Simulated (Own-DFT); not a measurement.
# Computed records: In3GaP4 (zincblende random alloy, atoms displaced)

Computed with Own-DFT development build. A calculation, not a measurement: plane-wave PBE density functional theory by an unreviewed code, no spin, of a simulated periodic cell, stress positive in tension, free energy of the whole cell less one offset for each atom, forces on such cells passed a denser k mesh, this cell's mesh not checked; offsets are fitted by least squares, one for each functional and potential file, so energies compare only between cells with the same atoms and settings and are not formation energies; the far tail of each file's local potential was reset to the Coulomb form; each entry is a single point on an unrelaxed cell, so the pressure reflects the starting lattice, mostly measured values, from which strain is counted, and rises with the displacements; printed positions are rounded, which can move forces by about a meV/angstrom; the program is a retired in-house code; no spin-orbit coupling; before rounding, a Quantum ESPRESSO 7.3.1 run of the same cell and cutoff gave forces within 1 meV/angstrom rms on each cell, which checks the program and not the settings.

```xyz
64
Lattice="11.5283 0.0000 0.0000 0.0000 11.5283 0.0000 0.0000 0.0000 11.5283" Properties=species:S:1:pos:R:3:force_x:R:1:force_y:R:1:force_z:R:1 formula=In3GaP4 functional=PBE potential_files=PseudoDojo_norm-conserving,scalar-relativistic,standard_set wave_cutoff=42 occupations=Fermi-Dirac smearing_width=0.1 k_mesh=3_x_3_x_3_centred_on_Gamma free_energy_of_cell_above_offsets=-31.577 pressure=3.98 stress_xx=-3.99 stress_yy=-3.97 stress_zz=-3.97 stress_yz=0.06 stress_xz=0.5 stress_xy=0.31
In     0.0237    11.4779     0.0049     -0.575      0.357      0.235
In     0.0167     2.9153     2.8752     -0.065      0.092     -0.023
In     2.8751     0.0445     2.8757      0.148     -0.396     -0.116
Ga     2.9043     2.8959    11.5276     -0.187     -0.298     -0.058
P      1.4012     1.4308     1.4411      0.992      0.913     -0.782
P      1.4655     4.3231     4.3337      0.674     -0.576      0.645
P      4.3314     1.4373     4.3294      0.174     -0.052       1.21
P      4.3176     4.3263     1.4361     -1.047     -1.078     -0.517
Ga     0.0977    11.5106     5.7602     -0.652      0.232      0.034
Ga     0.0501     2.8724     8.6703     -0.363      0.027     -0.099
In     2.8585    11.4977     8.6846      0.125        0.3     -0.064
Ga     2.9279     2.8634     5.7164     -0.224      0.175      0.421
P      1.4502     1.4376     7.2277      -0.43      0.712     -0.865
P      1.4536     4.3271    10.0829     -0.777     -0.956      0.877
P      4.3156     1.4717    10.0543      -0.61      0.301      1.209
P      4.3316     4.3665     7.1816     -0.926     -1.172     -0.249
Ga     0.0198     5.6926    11.5151     -0.161      0.515      0.139
In    11.5085     8.6738     2.8447     -0.021     -0.268      0.613
In     2.9429     5.7566     2.8961     -0.664      0.225     -0.077
Ga     2.8988     8.6655    11.4990     -0.127     -0.179      0.311
P      1.4084     7.2062     1.4639      0.508     -0.287     -1.528
P      1.4549    10.0823     4.3308      -0.71      0.813      0.166
P      4.3631     7.1928     4.3013     -0.169      0.485      0.533
P      4.3816    10.0761     1.4312     -1.743     -0.693      -0.11
In    11.4901     5.7523     5.7525      0.686      0.016      0.492
In    11.4745     8.5896     8.6124      0.567      0.265      0.561
In     2.8580     5.7481     8.6649      0.346      0.568     -0.211
In     2.8706     8.7010     5.7830      0.747     -0.267     -0.281
P      1.4763     7.2658     7.1938     -0.398     -0.858       0.05
P      1.4391    10.0962    10.1366      0.534     -1.481     -0.014
P      4.3245     7.2233    10.1356     -0.402      0.496       0.19
P      4.3470    10.0811     7.2687      0.396      0.873     -1.225
In     5.7349    11.4650     0.0192      0.548      1.055     -0.575
In     5.7428     2.9251     2.8797      0.459     -0.348      0.207
In     8.6925    11.4712     2.8461     -0.739      1.198      0.708
In     8.6216     2.8675     0.0145      0.481      0.324     -0.491
P      7.2354     1.4837     1.4221     -0.683     -0.866       0.53
P      7.2311     4.2913     4.3673     -0.178      0.654     -0.424
P     10.1051     1.4651     4.2875      0.662     -1.025      0.938
P     10.0819     4.3398     1.4134      0.794       0.55     -0.513
Ga     5.7560    11.5111     5.7688      0.016      0.134      0.214
In     5.7702     2.9070     8.6714     -0.021      0.357      -0.15
In     8.6617     0.0110     8.6388     -0.078      0.312     -0.135
In     8.6507     2.8570     5.7871      0.201     -0.228     -0.032
P      7.1611     1.4590     7.2072     -0.397     -0.952     -0.586
P      7.2199     4.3647    10.1230     -0.035     -0.161     -0.288
P     10.1138     1.4498    10.1005      0.648      0.551     -0.663
P     10.0606     4.3446     7.2327      1.421     -1.419      0.287
In     5.7464     5.7166     0.0699      0.121      0.584     -0.698
In     5.7790     8.6328     2.8500       0.27      0.054       0.45
In     8.6418     5.8006     2.8371      0.031     -0.373      0.661
In     8.6818     8.6244    11.5072     -0.901      0.519      0.119
P      7.2071     7.1930     1.4217      0.009      0.305     -0.119
P      7.2094    10.1240     4.3342     -0.106     -0.382      1.183
P     10.0842     7.1978     4.3693      -0.71      0.971     -0.153
P     10.0278    10.0757     1.4712       0.77     -0.282       -0.9
In     5.7742     5.7947     5.8226      0.321     -0.082     -0.645
In     5.8228     8.6452     8.5909     -0.243     -0.444      0.596
In     8.6962     5.7372     8.6230     -0.245      0.324       1.01
Ga     8.6969     8.6565     5.7254     -0.337      0.031      0.393
P      7.2531     7.1550     7.2543      0.677      1.185     -1.208
P      7.1962    10.1044    10.0366      0.328     -0.161      0.571
P     10.0669     7.2298    10.1315      1.234     -1.554      0.106
P     10.0880    10.0653     7.2332      0.036       0.37     -1.857
```

Units: wave_cutoff in hartree; smearing_width, free_energy_of_cell_above_offsets in eV; pressure, stress_xx, stress_yy, stress_zz, stress_yz, stress_xz, stress_xy in GPa; force_x, force_y, force_z in eV/Å.
